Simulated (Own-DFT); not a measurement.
## Calculated data, SiSnGe6 (diamond-structure random alloy, strained, atoms displaced)

A calculation, not a measurement: plane-wave density functional theory by an unreviewed code, no spin, of a simulated periodic cell, stress positive in tension, run twice, with PBE and with PBEsol, both on files made for PBE, so the change isn't that of files made for PBEsol, forces on such cells moved up to 12 meV/angstrom on a denser k mesh; the far tail of each file's local potential was reset to the Coulomb form; each entry is a single point on an unrelaxed cell, so the pressure reflects the starting lattice, mostly measured values (interpolated for alloys), from which strain is counted, and rises with the displacements; printed positions are rounded, which can move forces by about a meV/angstrom; the program, named Own-DFT, is a retired in-house code; no spin-orbit coupling; stress was not checked against mesh or cutoff. Program: Own-DFT development build.

Settings shared by all entries: functional PBE, then PBEsol; potential files PseudoDojo norm-conserving, scalar-relativistic, standard set; wave cutoff 49 hartree; occupations Fermi-Dirac; smearing width 0.1 eV; k mesh 3 x 3 x 3 centred on Gamma.

(1) SiSnGe6 (diamond-structure random alloy, strained, atoms displaced)

```
CELL_PARAMETERS angstrom
11.12300 0.00000 0.00000
0.00000 11.12300 0.00000
0.00000 0.00000 11.46700
ATOMIC_POSITIONS crystal
Ge 0.99185 0.00749 0.00530
Sn 0.00074 0.24844 0.24796
Ge 0.25087 0.98686 0.25572
Sn 0.24086 0.25053 0.99634
Ge 0.11534 0.11768 0.12176
Ge 0.12586 0.38232 0.37837
Si 0.38301 0.13419 0.37678
Si 0.36672 0.38017 0.12846
Ge 0.00542 0.98479 0.50331
Ge 0.99700 0.25662 0.76092
Ge 0.24545 0.00600 0.75071
Ge 0.24762 0.24679 0.50477
Ge 0.13176 0.12423 0.62782
Ge 0.12508 0.37400 0.87422
Ge 0.37749 0.12578 0.87624
Si 0.37130 0.37545 0.61856
Ge 0.00106 0.49821 0.00105
Ge 0.99793 0.74890 0.25327
Sn 0.24876 0.49979 0.24999
Ge 0.25276 0.74545 0.00615
Ge 0.12366 0.61995 0.12393
Sn 0.12422 0.88168 0.37205
Ge 0.37239 0.62644 0.37444
Ge 0.37331 0.87616 0.12315
Ge 0.00058 0.50031 0.49306
Ge 0.99109 0.76121 0.74646
Sn 0.24413 0.50633 0.74999
Ge 0.25008 0.75730 0.50158
Ge 0.12738 0.62769 0.62592
Ge 0.12084 0.88546 0.88051
Ge 0.37582 0.61727 0.87638
Ge 0.37130 0.87513 0.62355
Ge 0.49589 0.00387 0.99543
Ge 0.49309 0.25614 0.24368
Ge 0.74733 0.99612 0.24901
Ge 0.74279 0.24539 0.00316
Ge 0.62485 0.12509 0.12340
Si 0.62484 0.38705 0.37567
Ge 0.87401 0.12631 0.37656
Si 0.87214 0.36630 0.12122
Ge 0.49859 0.00166 0.50546
Sn 0.49258 0.25614 0.74899
Ge 0.75007 0.99646 0.74379
Sn 0.75375 0.24988 0.50735
Ge 0.62190 0.11934 0.61864
Ge 0.62789 0.37434 0.87425
Ge 0.87083 0.13015 0.88033
Ge 0.85851 0.37885 0.62664
Sn 0.49889 0.49844 0.00086
Ge 0.49574 0.74590 0.24816
Ge 0.75382 0.50360 0.25900
Ge 0.75008 0.74802 0.00835
Ge 0.62587 0.62456 0.12309
Ge 0.61905 0.87192 0.36670
Ge 0.87142 0.62710 0.37388
Si 0.86993 0.87946 0.11870
Ge 0.50391 0.50439 0.50185
Ge 0.49592 0.75466 0.74938
Ge 0.75464 0.50323 0.75195
Si 0.75245 0.76238 0.50424
Si 0.63183 0.62485 0.63337
Ge 0.63736 0.86222 0.87284
Ge 0.87356 0.61918 0.87288
Ge 0.86753 0.87861 0.62514
```

* PBE pressure: 10.56 GPa
* PBE stress xx: -11.22 GPa
* PBE stress yy: -10.98 GPa
* PBE stress zz: -9.48 GPa
* PBE stress yz: 0.08 GPa
* PBE stress xz: -0.19 GPa
* PBE stress xy: -0.84 GPa
* PBEsol pressure: 7.43 GPa
* PBEsol stress xx: -8.09 GPa
* PBEsol stress yy: -7.86 GPa
* PBEsol stress zz: -6.33 GPa
* PBEsol stress yz: 0.07 GPa
* PBEsol stress xz: -0.19 GPa
* PBEsol stress xy: -0.79 GPa
* rms change of force components from PBE to PBEsol: 0.049 eV/Å

Force:
| force element | PBE force x (eV/Å) | PBE force y (eV/Å) | PBE force z (eV/Å) | PBEsol force x (eV/Å) | PBEsol force y (eV/Å) | PBEsol force z (eV/Å) |
| --- | --- | --- | --- | --- | --- | --- |
| Ge | -0.618 | -1.21 | -0.874 | -0.553 | -1.121 | -0.878 |
| Sn | 0.057 | 0.709 | 0.681 | 0.091 | 0.637 | 0.704 |
| Ge | 2.806 | 4.153 | -2.54 | 2.7 | 3.994 | -2.5 |
| Sn | 1.369 | -0.882 | 1.699 | 1.289 | -0.888 | 1.604 |
| Ge | 2.008 | -1.232 | 1.013 | 1.923 | -1.19 | 0.961 |
| Ge | -0.248 | -1.85 | 1.411 | -0.254 | -1.789 | 1.373 |
| Si | -0.947 | -0.948 | -0.059 | -0.926 | -0.93 | -0.056 |
| Si | 1.228 | -2.018 | -0.713 | 1.213 | -1.987 | -0.705 |
| Ge | -2.22 | 3.393 | 1.981 | -2.161 | 3.294 | 1.928 |
| Ge | -0.512 | -0.515 | -1.694 | -0.493 | -0.492 | -1.614 |
| Ge | 1.048 | -0.915 | 0.718 | 1.011 | -0.873 | 0.691 |
| Ge | 0.679 | 0.603 | -1.125 | 0.595 | 0.579 | -1.079 |
| Ge | -2.084 | 0.358 | -0.068 | -1.992 | 0.336 | -0.066 |
| Ge | -2.097 | 1.272 | -0.307 | -2.052 | 1.227 | -0.298 |
| Ge | -0.862 | -1.277 | -0.212 | -0.843 | -1.242 | -0.209 |
| Si | -0.229 | 0.908 | -1.253 | -0.23 | 0.889 | -1.238 |
| Ge | -0.825 | -0.583 | -0.072 | -0.759 | -0.539 | -0.105 |
| Ge | -1.135 | -0.381 | -2.09 | -1.079 | -0.403 | -1.992 |
| Sn | 0.076 | 0.546 | 0.561 | 0.014 | 0.592 | 0.605 |
| Ge | -0.585 | 0.338 | -1.052 | -0.559 | 0.321 | -1.002 |
| Ge | -1.358 | 1.676 | -0.636 | -1.309 | 1.624 | -0.622 |
| Sn | -0.572 | -2.743 | 0.442 | -0.551 | -2.682 | 0.439 |
| Ge | 1.045 | 1.017 | 1.601 | 1.02 | 0.998 | 1.543 |
| Ge | 0.549 | -0.109 | 0.065 | 0.517 | -0.123 | 0.072 |
| Ge | -0.829 | 0.566 | 1.539 | -0.798 | 0.552 | 1.474 |
| Ge | 0.93 | -1.012 | 0.817 | 0.89 | -0.976 | 0.783 |
| Sn | 1.005 | -1.573 | -0.421 | 0.945 | -1.497 | -0.361 |
| Ge | 0.492 | -1.658 | 0.277 | 0.484 | -1.607 | 0.278 |
| Ge | -2.356 | 1.93 | -1.809 | -2.281 | 1.879 | -1.762 |
| Ge | 0.035 | -0.938 | -0.062 | 0.028 | -0.895 | -0.075 |
| Ge | -0.123 | 3.188 | -0.341 | -0.128 | 3.102 | -0.326 |
| Ge | 0.058 | 0.703 | 0.678 | 0.057 | 0.681 | 0.649 |
| Ge | 1.262 | -1.17 | 0.208 | 1.214 | -1.117 | 0.216 |
| Ge | 0.916 | 0.369 | 0.683 | 0.928 | 0.332 | 0.633 |
| Ge | 0.374 | 0.378 | -0.054 | 0.319 | 0.401 | -0.022 |
| Ge | 0.499 | 0.978 | -0.305 | 0.454 | 0.906 | -0.333 |
| Ge | -0.996 | -0.468 | 0.728 | -0.961 | -0.447 | 0.687 |
| Si | -0.71 | -0.873 | -0.536 | -0.7 | -0.843 | -0.528 |
| Ge | 0.437 | -2.502 | 0.131 | 0.425 | -2.426 | 0.121 |
| Si | -0.903 | 1.854 | -0.414 | -0.885 | 1.815 | -0.416 |
| Ge | -0.511 | -0.57 | -1.742 | -0.466 | -0.572 | -1.643 |
| Sn | 0.945 | -0.477 | -0.887 | 0.965 | -0.515 | -0.801 |
| Ge | -0.534 | 1.178 | 1.308 | -0.513 | 1.123 | 1.256 |
| Sn | -2.055 | -0.453 | -2.42 | -1.969 | -0.472 | -2.311 |
| Ge | -0.166 | -0.55 | 1.696 | -0.159 | -0.549 | 1.642 |
| Ge | 1.499 | 0.03 | -0.089 | 1.452 | 0.024 | -0.084 |
| Ge | -0.207 | -0.61 | -0.849 | -0.188 | -0.583 | -0.807 |
| Ge | 3.971 | 1.626 | 1.571 | 3.85 | 1.581 | 1.541 |
| Sn | 0.393 | -0.974 | 0.735 | 0.421 | -0.897 | 0.665 |
| Ge | 0.148 | 0.09 | -0.422 | 0.144 | 0.096 | -0.405 |
| Ge | -0.528 | -0.966 | -1.809 | -0.494 | -0.862 | -1.747 |
| Ge | 0.826 | -0.297 | -0.655 | 0.743 | -0.326 | -0.683 |
| Ge | 0.757 | 0.47 | 1.903 | 0.733 | 0.472 | 1.844 |
| Ge | 0.212 | 0.095 | 1.338 | 0.184 | 0.119 | 1.257 |
| Ge | 0.268 | 1.035 | 1.32 | 0.3 | 0.963 | 1.233 |
| Si | 0.553 | -0.538 | 1.072 | 0.542 | -0.523 | 1.05 |
| Ge | -0.097 | 0.103 | 0.361 | -0.131 | 0.125 | 0.319 |
| Ge | 0.581 | -1.014 | 0.103 | 0.545 | -0.961 | 0.132 |
| Ge | -1.352 | -0.05 | 0.247 | -1.268 | -0.095 | 0.279 |
| Si | -1.262 | -1.704 | -0.803 | -1.204 | -1.632 | -0.815 |
| Si | -0.566 | 1.065 | -0.97 | -0.581 | 1.01 | -0.914 |
| Ge | -1.241 | 1.22 | 0.081 | -1.207 | 1.177 | 0.067 |
| Ge | 0.884 | 1.371 | 0.868 | 0.85 | 1.319 | 0.831 |
| Ge | 0.82 | -0.16 | -0.548 | 0.849 | -0.113 | -0.479 |

(2) SiSnGe6 (diamond-structure random alloy, strained, atoms displaced)

```
CELL_PARAMETERS angstrom
11.12300 0.00000 0.00000
0.00000 11.12300 0.00000
0.00000 0.00000 11.46700
ATOMIC_POSITIONS crystal
Ge 0.00555 0.99256 0.00365
Ge 0.99749 0.24621 0.24728
Ge 0.24712 0.00231 0.25020
Sn 0.24858 0.25267 0.00390
Sn 0.12609 0.12632 0.11737
Si 0.12624 0.37578 0.37201
Ge 0.37637 0.12761 0.37132
Ge 0.37329 0.37605 0.11855
Ge 0.00414 0.00370 0.49802
Ge 0.99735 0.26001 0.75222
Ge 0.24658 0.99674 0.75181
Si 0.23938 0.25386 0.49728
Ge 0.12435 0.12607 0.62184
Si 0.12807 0.37106 0.87200
Ge 0.37833 0.11883 0.88464
Ge 0.37422 0.37542 0.62494
Ge 0.00005 0.50102 0.99979
Ge 0.99608 0.75172 0.25268
Ge 0.25259 0.50165 0.24929
Ge 0.26299 0.74497 0.00174
Si 0.13117 0.62777 0.12696
Ge 0.12673 0.87131 0.37372
Ge 0.36986 0.62949 0.37050
Ge 0.37659 0.87833 0.13228
Sn 0.98865 0.50395 0.49478
Ge 0.00211 0.74973 0.74371
Sn 0.25201 0.50164 0.75177
Ge 0.25576 0.74574 0.49560
Ge 0.12399 0.62498 0.61469
Sn 0.12378 0.86946 0.87999
Si 0.37433 0.62920 0.87611
Ge 0.38126 0.87873 0.61955
Ge 0.51018 0.99817 0.99514
Si 0.49673 0.25412 0.25398
Ge 0.75100 0.00030 0.24753
Ge 0.75840 0.25206 0.00671
Ge 0.62167 0.12085 0.12618
Ge 0.62713 0.36871 0.36837
Ge 0.88016 0.12574 0.38586
Ge 0.87639 0.37701 0.12751
Ge 0.49172 0.99937 0.49922
Ge 0.49531 0.25453 0.75812
Ge 0.74840 0.99049 0.75361
Ge 0.74546 0.25068 0.49770
Ge 0.61666 0.12564 0.62319
Ge 0.61550 0.37238 0.87301
Ge 0.87380 0.12333 0.87313
Ge 0.87942 0.37333 0.62954
Ge 0.49123 0.49297 0.00117
Ge 0.50208 0.74820 0.24802
Si 0.74756 0.49330 0.25187
Sn 0.74543 0.74349 0.99845
Ge 0.62765 0.62713 0.12744
Ge 0.62530 0.88092 0.37198
Ge 0.87663 0.61705 0.37012
Ge 0.88014 0.87994 0.12139
Ge 0.49729 0.50001 0.49860
Sn 0.49836 0.74786 0.75462
Ge 0.74217 0.49745 0.74601
Si 0.74995 0.74920 0.49743
Ge 0.62308 0.62627 0.62018
Ge 0.61712 0.87411 0.87004
Sn 0.87047 0.63709 0.86729
Ge 0.87788 0.87223 0.62245
```

* PBE pressure: 10.42 GPa
* PBE stress xx: -11.02 GPa
* PBE stress yy: -11 GPa
* PBE stress zz: -9.23 GPa
* PBE stress yz: 0.49 GPa
* PBE stress xz: 0.72 GPa
* PBE stress xy: -0.94 GPa
* PBEsol pressure: 7.29 GPa
* PBEsol stress xx: -7.9 GPa
* PBEsol stress yy: -7.88 GPa
* PBEsol stress zz: -6.1 GPa
* PBEsol stress yz: 0.48 GPa
* PBEsol stress xz: 0.69 GPa
* PBEsol stress xy: -0.91 GPa
* rms change of force components from PBE to PBEsol: 0.047 eV/Å

Force:
| force element | PBE force x (eV/Å) | PBE force y (eV/Å) | PBE force z (eV/Å) | PBEsol force x (eV/Å) | PBEsol force y (eV/Å) | PBEsol force z (eV/Å) |
| --- | --- | --- | --- | --- | --- | --- |
| Ge | -2.501 | 1.175 | -0.804 | -2.431 | 1.131 | -0.771 |
| Ge | -0.329 | 1.081 | 1.663 | -0.349 | 1.026 | 1.582 |
| Ge | 0.809 | -0.763 | 0.953 | 0.796 | -0.75 | 0.923 |
| Sn | 1.85 | 1.573 | -3.468 | 1.86 | 1.493 | -3.33 |
| Sn | -2.293 | -2.166 | 3.066 | -2.244 | -2.128 | 3 |
| Si | 0.179 | -0.62 | -0.711 | 0.136 | -0.562 | -0.752 |
| Ge | -0.909 | 0.568 | 0.634 | -0.891 | 0.476 | 0.623 |
| Ge | 1.229 | 0.741 | 3.153 | 1.175 | 0.761 | 3.017 |
| Ge | 0.145 | -1.149 | 0.47 | 0.136 | -1.101 | 0.46 |
| Ge | 0.862 | -1.679 | 0.347 | 0.789 | -1.661 | 0.289 |
| Ge | 1.35 | 1.23 | -1.147 | 1.31 | 1.193 | -1.108 |
| Si | 1.072 | -0.104 | -0.141 | 1.089 | -0.155 | -0.082 |
| Ge | 0.163 | 0.639 | 0.775 | 0.12 | 0.58 | 0.773 |
| Si | -1.973 | 0.819 | 0.415 | -1.944 | 0.804 | 0.402 |
| Ge | 0.154 | -0.254 | -1.734 | 0.166 | -0.241 | -1.683 |
| Ge | 0.466 | -1.4 | -1.403 | 0.488 | -1.319 | -1.324 |
| Ge | 1.199 | -0.158 | 0.207 | 1.11 | -0.165 | 0.209 |
| Ge | 0.626 | -0.377 | -0.889 | 0.591 | -0.338 | -0.83 |
| Ge | -0.716 | -0.367 | -0.173 | -0.631 | -0.344 | -0.165 |
| Ge | -0.248 | -0.166 | 1.413 | -0.256 | -0.089 | 1.384 |
| Si | -0.586 | -0.167 | -0.189 | -0.568 | -0.159 | -0.186 |
| Ge | 0.046 | 0.255 | 0.33 | 0.043 | 0.251 | 0.314 |
| Ge | 1.252 | -0.875 | -0.135 | 1.209 | -0.848 | -0.13 |
| Ge | 0.464 | -0.005 | -0.91 | 0.45 | -0.02 | -0.885 |
| Sn | 2.313 | -2.207 | 1.05 | 2.221 | -2.104 | 1.06 |
| Ge | 0.799 | 0.235 | -2.098 | 0.762 | 0.234 | -2.035 |
| Sn | -0.749 | 0.585 | -0.072 | -0.723 | 0.564 | -0.164 |
| Ge | -0.587 | 1.147 | 0.762 | -0.576 | 1.104 | 0.725 |
| Ge | 0.495 | 1.275 | 0.753 | 0.479 | 1.25 | 0.735 |
| Sn | 0.909 | -1.036 | -0.57 | 0.886 | -0.998 | -0.559 |
| Si | 0.089 | -1.355 | 2.017 | 0.087 | -1.328 | 1.986 |
| Ge | -2.092 | -0.315 | 0.302 | -2.025 | -0.303 | 0.282 |
| Ge | -1.021 | -0.168 | 1.178 | -0.996 | -0.154 | 1.133 |
| Si | 0.021 | -0.538 | -1.326 | 0.018 | -0.533 | -1.296 |
| Ge | 0.69 | 0.473 | 0.511 | 0.653 | 0.452 | 0.49 |
| Ge | -1.334 | -0.469 | -0.788 | -1.287 | -0.462 | -0.761 |
| Ge | 0.261 | 1.301 | 0.35 | 0.293 | 1.222 | 0.303 |
| Ge | -0.545 | 0.842 | 0.479 | -0.514 | 0.81 | 0.543 |
| Ge | -1.009 | 0.239 | -1.46 | -0.973 | 0.235 | -1.419 |
| Ge | 0.054 | 0.579 | 0.337 | 0.08 | 0.514 | 0.282 |
| Ge | 1.216 | 0.848 | -0.907 | 1.177 | 0.819 | -0.875 |
| Ge | -0.585 | -1.503 | -1.184 | -0.559 | -1.447 | -1.138 |
| Ge | 0.069 | 1.037 | -1.057 | 0.064 | 0.998 | -1.011 |
| Ge | 0.531 | -0.295 | 0.967 | 0.519 | -0.294 | 0.93 |
| Ge | 0.442 | -0.072 | 0.698 | 0.425 | -0.069 | 0.668 |
| Ge | 1.636 | 0.516 | 1.107 | 1.569 | 0.504 | 1.061 |
| Ge | 0.307 | -0.14 | 0.382 | 0.293 | -0.129 | 0.376 |
| Ge | -2.312 | -0.302 | -0.037 | -2.248 | -0.29 | -0.028 |
| Ge | 1.234 | 1.826 | -0.717 | 1.208 | 1.724 | -0.672 |
| Ge | -0.018 | 0.425 | 0.568 | -0.028 | 0.422 | 0.546 |
| Si | 0.133 | 0.696 | -0.63 | 0.137 | 0.68 | -0.614 |
| Sn | -1.387 | 3.674 | 2.169 | -1.36 | 3.587 | 2.11 |
| Ge | -1.565 | -2.727 | 1.409 | -1.553 | -2.606 | 1.341 |
| Ge | 0.094 | -0.867 | 0.62 | 0.063 | -0.814 | 0.565 |
| Ge | -3.38 | 2.747 | -2.21 | -3.22 | 2.679 | -2.137 |
| Ge | -0.657 | -0.428 | 1.166 | -0.629 | -0.409 | 1.136 |
| Ge | 0.135 | -0.1 | -0.693 | 0.125 | -0.088 | -0.651 |
| Sn | -0.631 | -0.503 | -1.731 | -0.553 | -0.428 | -1.735 |
| Ge | -0.292 | -0.631 | -0.355 | -0.285 | -0.605 | -0.349 |
| Si | 0.06 | 0.109 | -0.41 | 0.059 | 0.106 | -0.398 |
| Ge | 1.023 | -0.631 | -0.999 | 0.963 | -0.656 | -0.929 |
| Ge | 1.66 | 1.526 | 1.195 | 1.619 | 1.494 | 1.164 |
| Sn | 2.141 | -3.847 | -1.983 | 2.087 | -3.749 | -1.94 |
| Ge | -0.458 | 0.224 | -0.513 | -0.408 | 0.238 | -0.452 |
